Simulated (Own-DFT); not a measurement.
# Misfit strain and the stress it brings: wurtzite AlGaN with randomly placed atoms, 72 atoms (Al9Ga27N36)

Everything here is calculated. The program is Own-DFT (plane waves, in-house, since retired, never reviewed by a person); positions were held fixed, and spin and spin-orbit coupling were off.

All runs used: PBE; PseudoDojo norm-conserving scalar-relativistic files; cutoff 42 hartree; 4 x 4 x 3 k mesh centred on Gamma; Fermi-Dirac smearing of 0.1 eV.

Keep in mind: forces on such cells passed a denser k mesh, each cell not checked; stress not checked against mesh or cutoff.

Unstrained cell vectors in Å: (9.509, 0.000, 0.000); (-4.755, 8.235, 0.000); (0.000, 0.000, 10.268). The unstrained cell has measured lattice constants (interpolated for alloys), not those of this functional. That, the random moves and any unrelaxed bonds set the pressure at no strain. Each run strains x and y alike by e, as a substrate would, and holds the height along z. All atoms carry random offsets, Gaussian with a width of 0.05 Å per axis. The random placing of the alloy's atoms differs from row to row. Stress is positive in tension.

| e (%) | u (Å) | (s_xx + s_yy)/2 (GPa) | s_zz (GPa) |
|---|---|---|---|
| -2.25 | 0.050 | -21.78 | -11.81 |
| -1.75 | 0.047 | -17.73 | -10.13 |
| -1.50 | 0.050 | ? | ? |
| -0.25 | 0.053 | -9.22 | -7.99 |
| 0.25 | 0.053 | -6.01 | -8.46 |
| 0.75 | 0.052 | -4.51 | -5.42 |
| 1.50 | 0.049 | 0.64 | -5.81 |
| 1.75 | 0.048 | 1.49 | -4.65 |
| 2.50 | 0.050 | 4.41 | -3.47 |
| 3.00 | 0.050 | 6.54 | -3.30 |

## Analysis

With e as a fraction, the in-plane stress is -7.6 + 555 e - 2677 e² GPa (errors 11 and 643, scatter 0.51), and s_zz is -7.8 + 161 e GPa (slope ± 14, scatter 0.70). At e = 0 the first slope is C11 + C12 and the second 2 C13, both with the ions held to the strained lattice and at the cell's own pressure. The term in e² is negative: the layer stiffens under compression and softens under tension. A free layer would change its height as e changes, and the in-plane slope would drop by 2 C13²/C33 to the biaxial modulus. At fixed height, a misfit of 1 % moves the in-plane stress by about 5.6 GPa and s_zz by 1.6 GPa.

## Withheld run

The question: what are the two stresses at e = -1.50 %?

The fitted form gives -16.6 and -10.2 GPa. DFT gave -15.76 and -11.14 GPa.
